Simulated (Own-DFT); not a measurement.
AlGa3N4 (wurtzite random alloy, strained, atoms displaced) (calculated)

A calculation, not a measurement: plane-wave PBE density functional theory by an unreviewed code, no spin, of a simulated periodic cell, stress positive in tension, free energy of the whole cell less one offset for each atom, forces on such cells passed a denser k mesh, this cell's mesh not checked; offsets are fitted by least squares, one for each functional and potential file, so energies compare only between cells with the same atoms and settings and are not formation energies; the far tail of each file's local potential was reset to the Coulomb form; each entry is a single point on an unrelaxed cell, so the pressure reflects the starting lattice, mostly measured values, from which strain is counted, and rises with the displacements; printed positions are rounded, which can move forces by about a meV/angstrom; the program is a retired in-house code; no spin-orbit coupling. Program: Own-DFT development build.

Common to all runs: functional PBE; potential files PseudoDojo norm-conserving, scalar-relativistic, standard set with the stringent files for Ga; wave cutoff 96 hartree; occupations Gaussian; smearing width 0.01 eV; k mesh 4 x 4 x 3 centred on Gamma.

(1) AlGa3N4 (wurtzite random alloy, strained, atoms displaced)

```
AlGa3N4
1.0
      9.3666     0.0000     0.0000
     -4.6833     8.1117     0.0000
      0.0000     0.0000    10.2685
Ga N Ga N Ga Al N Ga N Ga Al N Ga Al N Al Ga N Ga N Al Ga N Ga N Ga N Ga N Al Ga N Ga N Ga N Ga Al N Al Ga N Ga Al N
2 2 2 2 1 1 2 2 2 1 1 2 1 1 2 1 1 2 2 2 1 1 2 2 2 2 2 2 2 1 1 2 2 2 2 2 1 1 2 1 1 2 1 1 2
Direct
  0.10532 0.22660 0.99746
  0.22081 0.10307 0.25122
  0.11128 0.21656 0.19590
  0.22622 0.11281 0.43912
  0.11016 0.22453 0.49977
  0.23047 0.11234 0.74946
  0.11531 0.22555 0.69520
  0.23433 0.10872 0.93843
  0.10617 0.55546 0.99444
  0.22648 0.44708 0.24531
  0.11590 0.54418 0.18905
  0.22503 0.44849 0.44142
  0.11411 0.55401 0.50305
  0.21685 0.44351 0.75413
  0.11110 0.55254 0.68005
  0.21075 0.44571 0.93584
  0.11078 0.87244 0.99831
  0.22313 0.77731 0.25525
  0.11423 0.88805 0.19020
  0.23308 0.79055 0.44395
  0.11138 0.89112 0.49604
  0.22128 0.77852 0.74303
  0.10775 0.87961 0.68141
  0.21425 0.77756 0.94303
  0.45230 0.22731 0.00036
  0.55255 0.11705 0.25711
  0.45108 0.22122 0.18147
  0.54464 0.10649 0.43608
  0.43453 0.22708 0.49899
  0.55457 0.10475 0.75212
  0.43923 0.21648 0.68775
  0.55352 0.11282 0.94099
  0.44979 0.56400 0.00846
  0.55642 0.43860 0.25134
  0.44681 0.55131 0.18787
  0.55256 0.43811 0.44153
  0.43628 0.55900 0.50182
  0.54503 0.43119 0.74414
  0.44133 0.55710 0.69030
  0.55210 0.43807 0.93851
  0.44165 0.89812 0.99440
  0.55741 0.77438 0.25205
  0.43686 0.88326 0.18439
  0.55343 0.78643 0.44141
  0.43605 0.88858 0.50171
  0.55195 0.77669 0.75557
  0.44385 0.88226 0.68840
  0.56862 0.77677 0.94514
  0.78607 0.22591 0.99911
  0.89147 0.11731 0.24624
  0.78495 0.22618 0.19241
  0.89382 0.11856 0.43681
  0.78110 0.21810 0.49786
  0.88543 0.11154 0.75164
  0.78592 0.23705 0.68378
  0.89161 0.11564 0.94590
  0.77354 0.54969 0.00057
  0.89068 0.44602 0.25642
  0.79139 0.56944 0.19184
  0.88061 0.43850 0.43757
  0.77240 0.53927 0.50009
  0.87910 0.44052 0.75149
  0.79192 0.56592 0.69364
  0.89617 0.45410 0.94756
  0.77356 0.88396 0.00111
  0.88568 0.77256 0.24839
  0.78402 0.89942 0.18327
  0.89299 0.78238 0.43592
  0.77641 0.88763 0.49758
  0.89458 0.78579 0.74996
  0.77185 0.89100 0.68622
  0.88496 0.77990 0.93449
```

* free energy of cell above offsets: -7.565 eV
* pressure: 13.95 GPa
* stress xx: -16.76 GPa
* stress yy: -15.66 GPa
* stress zz: -9.42 GPa
* stress yz: -1.12 GPa
* stress xz: -0.57 GPa
* stress xy: 0.34 GPa

Force:
| element | x (eV/Å) | y (eV/Å) | z (eV/Å) |
| --- | --- | --- | --- |
| Ga | 3.051 | -0.639 | 1.218 |
| Ga | 0.094 | 1.018 | -0.545 |
| N | 0.672 | 2.038 | -1.105 |
| N | -1.858 | -0.299 | -0.531 |
| Ga | 0.606 | -0.079 | 0.67 |
| Ga | -1.998 | -1.547 | 1.116 |
| N | -0.242 | -1.141 | -1.051 |
| N | -1.084 | 0.266 | 0.457 |
| Ga | 1.574 | 1.057 | 2.241 |
| Al | 0.708 | -1.494 | 1.119 |
| N | -1.349 | 2.204 | 0.329 |
| N | -0.426 | -0.815 | -2.277 |
| Ga | -1.261 | 0.614 | -1.45 |
| Ga | 0.431 | 0.466 | -0.71 |
| N | -1.405 | 0.748 | 2.999 |
| N | 2.77 | 0.84 | 1.076 |
| Ga | -4.385 | 3.619 | 1.586 |
| Al | 0.281 | -0.547 | -0.664 |
| N | 0.582 | -1.497 | -0.032 |
| N | -2.434 | -3.082 | -2.405 |
| Ga | -0.227 | -0.198 | 0.422 |
| Al | -0.136 | -0.959 | 0.591 |
| N | -0.073 | 0.925 | 1.324 |
| N | 4.146 | -1.591 | -3.81 |
| Al | -1.101 | -0.903 | -0.076 |
| Ga | 1.814 | -1.558 | -1.512 |
| N | -1.259 | 0.503 | 0.075 |
| N | 0.749 | 1.236 | 1.676 |
| Ga | 2.248 | -1.251 | 0.874 |
| Ga | 0.096 | 0.823 | -0.532 |
| N | 1.837 | -0.072 | -1.028 |
| N | 1.677 | 1.807 | -0.607 |
| Al | -0.15 | -1.556 | -1.635 |
| Ga | 0.32 | 0.566 | -0.067 |
| N | -0.482 | -0.142 | 0.167 |
| N | -0.882 | 1.95 | -0.696 |
| Ga | 1.885 | 0.686 | 0.422 |
| Ga | 0.633 | 2.671 | 1.108 |
| N | 0.491 | -0.589 | -0.018 |
| N | -1.071 | 0.823 | 0.173 |
| Ga | 1.027 | -1.887 | 1.652 |
| Ga | -0.583 | 1.291 | -0.448 |
| N | 0.223 | 0.34 | 0.708 |
| N | 0.764 | -1.09 | -0.684 |
| Ga | 2.435 | 1.526 | 0.63 |
| Ga | 1.203 | -0.522 | 0.146 |
| N | -1.445 | 0.551 | 0.876 |
| N | -2.809 | -0.419 | -0.731 |
| Al | -1.24 | 0.099 | 1.242 |
| Ga | 0.452 | -0.677 | 0.86 |
| N | -1.917 | 0.119 | -1.764 |
| N | 0.324 | -1.382 | -0.159 |
| Ga | -1.826 | -0.156 | 0.006 |
| Ga | 0.534 | 0.297 | 0.086 |
| N | -0.561 | -1.835 | 1.029 |
| N | -1.693 | -1.767 | -1.142 |
| Ga | -0.682 | 1.383 | 0.093 |
| Ga | 0.691 | 0.155 | -1.326 |
| N | -0.806 | -3.927 | -1.238 |
| N | 1.903 | 0.372 | 0.326 |
| Ga | -0.835 | 2.646 | 1.233 |
| Al | 1.357 | 2.002 | 0.476 |
| N | -1.383 | -1.017 | -0.419 |
| N | -1.793 | -3.199 | -2.652 |
| Al | 1.837 | 1.75 | 0.45 |
| Ga | -0.172 | 3.68 | 0.808 |
| N | -0.176 | -1.666 | 0.157 |
| N | -0.627 | -1.385 | 0.194 |
| Ga | 0.152 | 0.481 | 0.208 |
| Al | -0.745 | -0.4 | -0.179 |
| N | 1.366 | -0.25 | 0.614 |
| N | 0.185 | -0.016 | 0.057 |

(2) AlGa3N4 (wurtzite random alloy, strained, atoms displaced)

```
AlGa3N4
1.0
      9.3666     0.0000     0.0000
     -4.6833     8.1117     0.0000
      0.0000     0.0000    10.2685
Ga Al N Ga N Ga Al N Ga N Ga N Al Ga N Ga N Ga N Ga Al N Al Ga N Al Ga N Al Ga N Ga N Ga N Ga N Al Ga N Ga N Al Ga N
1 1 2 2 2 1 1 2 2 2 2 2 1 1 2 2 2 2 2 1 1 2 1 1 2 1 1 2 1 1 2 2 2 2 2 2 2 1 1 2 2 2 1 1 2
Direct
  0.11813 0.22897 0.00627
  0.21924 0.10694 0.24529
  0.11852 0.22135 0.19009
  0.21853 0.11008 0.43614
  0.10774 0.21649 0.49830
  0.23182 0.12438 0.74009
  0.12902 0.23407 0.68954
  0.21788 0.10620 0.94989
  0.11762 0.55369 0.00673
  0.21332 0.43568 0.24712
  0.10967 0.55160 0.19223
  0.22185 0.43876 0.43274
  0.10803 0.55398 0.50161
  0.23522 0.45529 0.75963
  0.10324 0.55202 0.68714
  0.22326 0.44033 0.93978
  0.11511 0.89061 0.00122
  0.23060 0.78349 0.24750
  0.09786 0.89023 0.19459
  0.22618 0.78536 0.44200
  0.11720 0.88365 0.49130
  0.22032 0.77573 0.74191
  0.11010 0.88828 0.68513
  0.23163 0.77705 0.94101
  0.44250 0.21575 0.99774
  0.55792 0.11340 0.25042
  0.44188 0.21918 0.18851
  0.55657 0.10632 0.43867
  0.44480 0.22518 0.50265
  0.55484 0.10983 0.75155
  0.44617 0.22174 0.67742
  0.54237 0.10003 0.93815
  0.44200 0.55072 0.00189
  0.56862 0.45335 0.24789
  0.44969 0.56417 0.19148
  0.54911 0.44822 0.43461
  0.44797 0.55600 0.50102
  0.55381 0.44493 0.75281
  0.43661 0.55111 0.69589
  0.55709 0.44586 0.93569
  0.44840 0.88911 0.00171
  0.55967 0.78420 0.24659
  0.44450 0.88740 0.19626
  0.55272 0.78104 0.44221
  0.43942 0.88538 0.49598
  0.54392 0.76480 0.75626
  0.43819 0.88280 0.68404
  0.55989 0.78669 0.94331
  0.79028 0.22374 0.00190
  0.89609 0.11352 0.24455
  0.77590 0.22750 0.19640
  0.89008 0.10989 0.43955
  0.77096 0.21739 0.50115
  0.88761 0.10894 0.74536
  0.78622 0.22588 0.68449
  0.88633 0.11254 0.94226
  0.78846 0.55789 0.99274
  0.88309 0.42940 0.24696
  0.77358 0.55291 0.19584
  0.89925 0.44982 0.43093
  0.77029 0.54953 0.49938
  0.87646 0.43601 0.75276
  0.78476 0.55462 0.69071
  0.89093 0.45347 0.94528
  0.77564 0.88841 0.00346
  0.88127 0.77396 0.25141
  0.77377 0.88393 0.18811
  0.87919 0.76688 0.44400
  0.77785 0.88367 0.49501
  0.89225 0.79546 0.74747
  0.78907 0.89765 0.68863
  0.88956 0.77822 0.94100
```

- free energy of cell above offsets: -7.670 eV
- pressure: 13.95 GPa
- stress xx: -17.43 GPa
- stress yy: -15.93 GPa
- stress zz: -8.49 GPa
- stress yz: -0.37 GPa
- stress xz: 0.67 GPa
- stress xy: 0.94 GPa

Force:
| element | x (eV/Å) | y (eV/Å) | z (eV/Å) |
| --- | --- | --- | --- |
| Ga | -0.255 | -1.851 | -0.88 |
| Al | 0.916 | 0.548 | 1.289 |
| N | -0.579 | 0.505 | 0.071 |
| N | 1.055 | -1.322 | -0.86 |
| Ga | 0.237 | 1.116 | 0.542 |
| Ga | 0.206 | -2.676 | 1.73 |
| N | -2.536 | -0.089 | -0.231 |
| N | 0.007 | 1.403 | -2.202 |
| Ga | -0.81 | 0.924 | -0.539 |
| Al | 1.48 | 1.742 | 1.31 |
| N | 0.603 | 0.047 | -0.123 |
| N | 0.381 | 1.187 | 0.289 |
| Ga | 1.34 | -0.011 | -0.352 |
| Ga | -3.707 | -1.888 | -1.166 |
| N | 0.879 | -0.393 | 0.913 |
| N | -0.302 | 0.741 | 0.601 |
| Ga | 0.01 | -1.503 | 0.317 |
| Ga | -2.254 | -1.22 | 0.948 |
| N | 2.207 | 0.053 | -0.59 |
| N | 0.883 | -1.158 | -1.051 |
| Al | -2.892 | 1.125 | 1.3 |
| Ga | -0.794 | -0.161 | 1.343 |
| N | 0.372 | 1.106 | -0.965 |
| N | -0.336 | 0.049 | -0.009 |
| Ga | -0.322 | 1.044 | 0.925 |
| Ga | -1.033 | -0.348 | 0.574 |
| N | -0.394 | 1.033 | 0.405 |
| N | -1.241 | -0.226 | 0.146 |
| Ga | -0.134 | -0.504 | -3.001 |
| Ga | 0.316 | -0.64 | -0.632 |
| N | 1.02 | 0.728 | 2.808 |
| N | 1.984 | 0.797 | 0.034 |
| Ga | 0.846 | 1.198 | 0.952 |
| Al | -2.963 | -1.816 | 0.446 |
| N | -0.219 | -2.312 | -0.239 |
| N | 1.561 | 0.05 | 0.253 |
| Al | -1.824 | 0.141 | -0.464 |
| Ga | 1.167 | 0.019 | -0.805 |
| N | 2.657 | 0.977 | -2.826 |
| N | 0.226 | -0.543 | 0.696 |
| Al | -0.753 | -0.307 | 0.558 |
| Ga | -0.31 | -1.086 | 1.759 |
| N | 0.329 | 1.336 | -2.614 |
| N | 0.962 | -0.635 | 0.288 |
| Al | 0.84 | 0.584 | 0.832 |
| Ga | 0.577 | 2.767 | -0.48 |
| N | 1.208 | 0.738 | -0.511 |
| N | -0.707 | -1.38 | -0.4 |
| Ga | -3.046 | 0.701 | 0.503 |
| Ga | -0.755 | -0.652 | 1.389 |
| N | 1.479 | -3.904 | -2.668 |
| N | -0.663 | -1.345 | -0.535 |
| Ga | 1.28 | 1.078 | -0.886 |
| Ga | 1.188 | 1.827 | 1.017 |
| N | -1.216 | -1.241 | 0.842 |
| N | 1.936 | -0.347 | -0.904 |
| Ga | -3.189 | 0.882 | 2.14 |
| Ga | -0.344 | 4.916 | 1.461 |
| N | 1.501 | 0.086 | -1.817 |
| N | -2.637 | -1.027 | 1.325 |
| Al | 1.059 | -0.119 | 0.111 |
| Ga | 1.791 | 1.246 | 0.51 |
| N | -2.437 | 0.803 | -1.365 |
| N | 2.907 | -2.561 | -1.229 |
| Ga | 1.115 | 0.048 | -0.421 |
| Ga | 0.367 | -0.598 | 0.965 |
| N | 0.331 | 1.645 | 0.058 |
| N | 0.833 | 0.97 | -0.073 |
| Al | -0.67 | 0.702 | 0.724 |
| Ga | 2.415 | -2.505 | 1.055 |
| N | -3.031 | -1.277 | -1.951 |
| N | -0.118 | 0.781 | -0.64 |

(3) AlGa3N4 (wurtzite random alloy, strained, atoms displaced)

```
AlGa3N4
1.0
      9.3666     0.0000     0.0000
     -4.6833     8.1117     0.0000
      0.0000     0.0000    10.2685
Ga N Al N Ga Al N Ga N Al N Ga N Ga N Ga N Ga N Ga N Al Ga N Ga N Al Ga N Ga Al N Al Ga N Ga N Ga N Ga N
2 2 2 2 1 1 2 2 2 2 2 2 2 2 2 2 2 2 2 2 2 1 1 2 2 2 1 1 2 1 1 2 1 1 2 2 2 2 2 2 2
Direct
  0.11538 0.22638 0.99864
  0.21342 0.10710 0.24227
  0.09875 0.21395 0.18403
  0.23193 0.12071 0.42962
  0.11200 0.21518 0.50216
  0.22297 0.09688 0.75100
  0.11619 0.22500 0.69392
  0.21989 0.10775 0.93882
  0.11286 0.55161 0.00019
  0.21404 0.43771 0.25471
  0.11956 0.56041 0.18942
  0.22213 0.44025 0.43250
  0.11118 0.55258 0.49877
  0.21771 0.45898 0.74460
  0.10366 0.55302 0.68887
  0.22689 0.44457 0.93875
  0.11329 0.88322 0.00506
  0.22206 0.78410 0.24365
  0.10043 0.88708 0.19002
  0.22298 0.78076 0.44070
  0.11316 0.89335 0.50128
  0.21221 0.77376 0.74561
  0.10056 0.88779 0.68811
  0.21833 0.77800 0.93635
  0.44571 0.22556 0.00500
  0.55613 0.11326 0.24620
  0.43919 0.21278 0.18357
  0.56055 0.11642 0.44107
  0.44592 0.21275 0.50470
  0.56287 0.11592 0.75154
  0.45684 0.24063 0.68941
  0.56128 0.12074 0.94375
  0.44134 0.55445 0.00121
  0.55213 0.44473 0.24764
  0.44961 0.55993 0.18022
  0.56297 0.44137 0.43780
  0.44563 0.56365 0.50017
  0.55305 0.44304 0.74912
  0.43482 0.55540 0.68767
  0.57858 0.45846 0.93577
  0.45702 0.89425 0.00502
  0.56303 0.76710 0.25595
  0.44688 0.89190 0.19075
  0.56622 0.78950 0.43992
  0.45393 0.89004 0.50218
  0.55727 0.77989 0.75789
  0.44398 0.89396 0.68922
  0.55238 0.77403 0.94040
  0.77893 0.22795 0.00328
  0.89550 0.10521 0.25047
  0.78480 0.22940 0.19586
  0.87815 0.10922 0.43666
  0.77552 0.21464 0.50908
  0.89851 0.11119 0.74819
  0.78069 0.22381 0.69014
  0.87464 0.08986 0.94358
  0.77596 0.55012 0.99390
  0.89225 0.44769 0.24985
  0.76246 0.54620 0.19002
  0.88433 0.44490 0.43591
  0.77308 0.55845 0.49853
  0.89841 0.45370 0.74483
  0.78812 0.56352 0.68813
  0.88224 0.44954 0.94105
  0.77897 0.89047 0.00662
  0.88832 0.77986 0.26200
  0.78189 0.89172 0.19291
  0.89447 0.77102 0.43873
  0.77876 0.89221 0.49720
  0.88090 0.77355 0.74690
  0.78937 0.89885 0.68933
  0.88750 0.78100 0.93018
```

- free energy of cell above offsets: -6.726 eV
- pressure: 13.78 GPa
- stress xx: -15.1 GPa
- stress yy: -15.66 GPa
- stress zz: -10.59 GPa
- stress yz: -0.73 GPa
- stress xz: 0.51 GPa
- stress xy: -0.77 GPa

Force:
| element | x (eV/Å) | y (eV/Å) | z (eV/Å) |
| --- | --- | --- | --- |
| Ga | -0.87 | -1.663 | -0.72 |
| Ga | 1.039 | 0.766 | 0.545 |
| N | 2.08 | 2.888 | 0.203 |
| N | -1.459 | -0.844 | 1.186 |
| Al | -0.538 | 0.701 | 0.053 |
| Al | -0.652 | 2.585 | 0.652 |
| N | 0.428 | -0.652 | -1.189 |
| N | 0.736 | -0.632 | -0.427 |
| Ga | -0.885 | 0.657 | 0.243 |
| Al | 0.632 | 0.565 | -1.643 |
| N | 0.093 | 0.18 | 0.333 |
| N | 0.004 | -0.648 | 0.953 |
| Ga | -1.036 | 0.244 | -0.953 |
| Ga | 2.349 | -2.578 | 1.535 |
| N | 0.978 | 1.841 | -1.692 |
| N | -1.026 | -0.114 | -1.029 |
| Al | -1.86 | 0.346 | -1.157 |
| Al | 0.663 | -0.374 | 1.211 |
| N | 1.844 | -0.897 | -1.069 |
| N | 0.816 | -0.127 | -1.164 |
| Ga | 0.534 | 0.139 | -0.335 |
| Ga | 0.597 | 1.333 | 0.765 |
| N | 1.56 | 0.735 | -0.439 |
| N | 1.421 | 0.496 | 0.708 |
| Ga | -0.135 | 0.523 | -1.855 |
| Ga | 0.976 | 0.237 | 1.205 |
| N | -1.055 | 1.063 | 1.308 |
| N | 0.266 | -1.345 | -0.74 |
| Ga | -0.69 | 1.763 | -0.435 |
| Ga | -0.745 | 0.187 | 0.862 |
| N | -0.798 | -4.921 | -0.209 |
| N | 0.79 | -1.518 | -0.179 |
| Ga | 1.739 | 0.154 | -1.079 |
| Ga | -0.304 | -1.551 | 0.888 |
| N | -1.738 | -1.816 | 2.16 |
| N | -2.776 | -0.085 | -0.185 |
| Ga | 1.005 | -1.283 | -0.143 |
| Ga | 0.234 | 3.002 | 0.922 |
| N | 1.245 | 1.091 | -0.108 |
| N | -4.026 | -2.253 | -0.388 |
| Al | -1.388 | -0.082 | -0.528 |
| Ga | -1.702 | 1.639 | -0.832 |
| N | -0.04 | -1.232 | -0.652 |
| N | -0.34 | -2.159 | -0.499 |
| Ga | -2.061 | 0.697 | -0.234 |
| Ga | 0.181 | 0.4 | -1.082 |
| N | 0.064 | -0.623 | 0.311 |
| N | -0.524 | 0.97 | 0.657 |
| Al | 0.797 | -0.465 | 0.247 |
| Ga | -3.226 | 0.834 | 0.755 |
| N | 0.202 | -1.35 | -2.082 |
| N | 3.24 | 0.646 | 0.351 |
| Ga | -0.673 | 1.991 | -1.396 |
| Al | -1.044 | 0.351 | 1.41 |
| N | 1.591 | -0.091 | 1.118 |
| N | -0.531 | 5.795 | -2.17 |
| Al | 0.68 | 3.452 | 2.23 |
| Ga | -0.664 | 0.533 | 0.299 |
| N | 2.358 | 1.966 | -1.714 |
| N | 1.026 | -0.295 | 1.114 |
| Ga | 1.707 | -1.025 | 0.896 |
| Ga | -2.823 | -2.129 | 1.787 |
| N | -1.331 | -1.694 | -0.939 |
| N | 2.611 | -1.529 | -0.599 |
| Ga | 0.656 | -3.188 | 0.153 |
| Ga | -0.167 | -1.76 | -2.294 |
| N | -0.163 | -1.332 | -0.067 |
| N | -1.384 | 1.98 | 1.032 |
| Ga | 1.835 | -0.109 | 1.447 |
| Ga | 0.031 | 0.987 | 1.159 |
| N | -1.754 | -0.535 | -0.862 |
| N | 1.396 | -0.838 | 2.388 |
